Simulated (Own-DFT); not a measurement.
# How strain changes the stress of wurtzite GaN, 96 atoms (Ga48N48)

Calculated results; nothing here was measured. They come from Own-DFT, an in-house plane-wave density functional program, since retired, whose code no person has reviewed. Each row is one single-point run on a periodic cell that was not relaxed, without spin or spin-orbit coupling.

Settings of every run: PBE; PseudoDojo norm-conserving scalar-relativistic files; cutoff 42 hartree; 3 x 4 x 3 k mesh centred on Gamma; Fermi-Dirac smearing of 0.1 eV.

Known limits: forces on such cells passed a denser k mesh, each cell not checked; stress not checked against mesh or cutoff.

Unstrained cell vectors in Å: (12.756, 0.000, 0.000); (-4.784, 8.285, 0.000); (0.000, 0.000, 10.370). The unstrained cell has measured lattice constants (interpolated for alloys), not those of this functional. That, the random moves and any unrelaxed bonds set the pressure at no strain. Each run strains this cell uniformly, with the atoms carried along. Every atom was also moved at random, by a Gaussian of width 0.05 Å on each axis. Strain is the symmetric tensor, in per cent. Stress is positive in tension, and the pressure is minus a third of its trace.

```
run,e_xx (%),e_yy (%),e_zz (%),e_yz (%),e_xz (%),e_xy (%),s_xx (GPa),s_yy (GPa),s_zz (GPa),s_yz (GPa),s_xz (GPa),s_xy (GPa),P (GPa),E (meV/atom)
1,0.55,1.87,-1.37,1.78,1.81,-0.27,-5.09,0.50,-12.74,3.04,4.14,0.55,5.78,17.3
2,0.36,1.18,0.58,-0.31,-0.61,-0.68,-6.67,-1.66,-3.07,-1.30,-0.64,-1.01,3.80,9.0
3,-1.91,-1.50,1.88,0.63,0.32,-1.78,-14.81,-17.63,-2.33,0.55,0.62,-5.69,11.59,38.6
4,-1.54,1.01,0.63,-1.33,0.11,1.24,-12.52,-5.21,-4.47,-2.94,0.54,3.19,7.40,8.7
5,1.43,1.61,-1.72,-1.19,-0.95,-1.26,-1.45,-1.95,-12.25,-2.10,-1.27,-3.60,5.22,12.6
6,0.12,-1.71,1.87,1.06,0.69,-0.31,-7.68,-13.57,-1.04,2.38,1.78,-0.60,7.43,15.8
7,-1.61,-1.45,1.62,0.63,-0.20,0.17,-14.48,-15.19,-2.61,2.42,-1.16,0.78,10.76,17.2
8,1.78,1.45,0.89,1.31,1.28,1.91,0.60,-0.41,-1.14,2.62,2.42,4.44,0.32,14.9
9,-1.49,-1.67,1.82,1.41,1.97,-1.01,-14.81,-15.39,-1.95,2.62,3.41,-3.40,10.71,33.5
10,0.45,-0.63,1.37,-0.03,-1.15,-1.82,-5.13,-8.82,-2.11,-0.24,-2.33,-4.88,5.35,9.8
11,0.64,1.43,-0.55,0.52,1.39,-0.03,-3.68,-1.20,-9.03,0.80,2.53,-0.08,4.63,0.0
12,-1.19,-0.73,-0.39,0.04,-1.28,0.24,-11.57,-12.48,-13.71,0.23,-2.41,0.99,12.59,29.9
13,-0.82,-1.23,0.14,-0.97,-1.67,-0.61,-12.26,-14.74,-9.12,-2.38,-3.28,-3.76,12.04,28.7
14,-1.41,0.85,1.95,-1.82,0.28,0.47,-10.89,-4.13,-0.18,-3.20,1.58,0.98,5.06,7.3
15,1.03,0.15,-0.32,-0.96,0.34,-0.29,-3.64,-7.06,-7.08,-2.83,0.75,-0.43,5.93,3.3
16,0.97,-0.82,0.57,1.89,-1.53,1.40,-5.40,-9.63,-4.00,3.75,-3.13,4.13,6.34,13.2
17,0.78,-1.82,1.16,-1.37,-1.92,0.17,?,?,?,?,?,?,?,?
```

E is the free energy for each atom above the lowest run shown.

## Worked fit

Each stress component was fitted by least squares to a constant and the strains of the runs shown, as fractions, with shears doubled. Shear strains stay in the fit of a normal stress only where such slopes are resolved. The slopes, in GPa:

| stress | at no strain | per e_xx | per e_yy | per e_zz | scatter |
|---|---|---|---|---|---|
| s_xx | -7.7 | 366 ± 21 | 82 ± 21 | 32 ± 24 | 0.82 |
| s_yy | -8.2 | 113 ± 24 | 437 ± 24 | 73 ± 27 | 0.94 |
| s_zz | -7.9 | 113 ± 25 | 88 ± 25 | 474 ± 28 | 0.98 |

Each shear stress against twice its own strain: yz 101 ± 10, xz 96 ± 7, xy 132 ± 12 GPa. These are stiffnesses along x, y and z of the frame in which the cell vectors are given, which need not be the crystal's axes. The atoms are held to the strained lattice; where symmetry lets them move under strain, relaxing them would lower some slopes. The table should be nearly symmetric about its diagonal, and what it lacks of that shows the noise. A ninth of its sum, 197 ± 4 GPa, estimates the bulk modulus near the mean pressure of these runs, 7.2 GPa, so it lies above the value at zero pressure.

## Withheld run

Question: what normal stresses and pressure should run 17 give?

The fit gives s_xx = -5.9, s_yy = -14.4, s_zz = -3.1 and P = 7.8 GPa. The calculation gave -4.87, -14.81, -3.69 and P = 7.79 GPa.
